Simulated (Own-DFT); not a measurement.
# What a defect does to the pressure of its cell: D0_22 TiAl3

Source: density functional calculations with Own-DFT, an unreviewed in-house program that is no longer used. Nothing was measured or relaxed, and spin and spin-orbit coupling are left out.

Method: PBE; PseudoDojo norm-conserving scalar-relativistic files; cutoff 42 hartree; 4 x 4 x 4 k mesh centred on Gamma; cold (Marzari-Vanderbilt) smearing of 0.2 eV.

Known weak points: forces on such cells failed a check on a denser k mesh; stress not checked against mesh or cutoff.

All runs share one cell, with vectors in Å (-2.365, -6.981, 4.326); (-7.667, 3.491, 1.442); (-2.950, -3.488, -7.241) and a volume of 625.4 Å³. The atoms are randomly displaced, by u rms on each axis. The defect's site can differ from row to row.

| cell | formula | u (Å) | P (GPa) |
|---|---|---|---|
| no defect | Al30Ti10 | 0.0208 | 1.99 |
| no defect | Al30Ti10 | 0.0468 | 2.54 |
| no defect | Al30Ti10 | 0.0494 | 2.55 |
| two Al on a Ti site each | Al32Ti8 | 0.0252 | 2.83 |
| two Al on a Ti site each | Al32Ti8 | 0.0261 | 2.80 |
| two Al on a Ti site each | Al32Ti8 | 0.0537 | 3.44 |
| two Al vacancies | Al28Ti10 | 0.0271 | 1.13 |
| two Al vacancies | Al28Ti10 | 0.0496 | 1.63 |
| two Al vacancies | Al28Ti10 | 0.0510 | 1.51 |
| two Ti on an Al site each | Al28Ti12 | 0.0293 | 3.35 |
| two Ti on an Al site each | Al28Ti12 | 0.0297 | 3.31 |
| two Ti on an Al site each | Al28Ti12 | 0.0493 | 3.81 |
| one Ti vacancy | Al30Ti9 | 0.0297 | ? |
| one Ti vacancy | Al30Ti9 | 0.0317 | 1.86 |
| one Ti vacancy | Al30Ti9 | 0.0479 | 2.28 |
| one Ti vacancy | Al30Ti9 | 0.0480 | 2.38 |

## Working it out

P = P0 + c u² + a shift for each defect gives P0 = 1.87 GPa, c = 289 ± 18 GPa/Å² and a scatter of 0.06 GPa. The shifts, and each times the cell's volume:

- two Ti on an Al site each: 1.22 ± 0.05 GPa, 4.7 eV (2.4 eV for each of its 2 sites)
- two Al on a Ti site each: 0.75 ± 0.05 GPa, 2.9 eV (1.5 eV for each of its 2 sites)
- one Ti vacancy: -0.24 ± 0.05 GPa, -0.9 eV
- two Al vacancies: -1.00 ± 0.05 GPa, -3.9 eV (-2.0 eV for each of its 2 sites)

A positive shift means that the defect pushes the cell outwards. Shift times volume (160.2 GPa Å³ is 1 eV) depends little on the cell's size, so, taken for each site, it can be compared between cells at like pressure. The atoms around the defects weren't relaxed, which would change these numbers.

## Check

The question: what pressure belongs in the blank (one Ti vacancy, u = 0.0297 Å)?

The fitted form gives 1.89 ± 0.07 GPa. DFT gave 1.84 GPa.
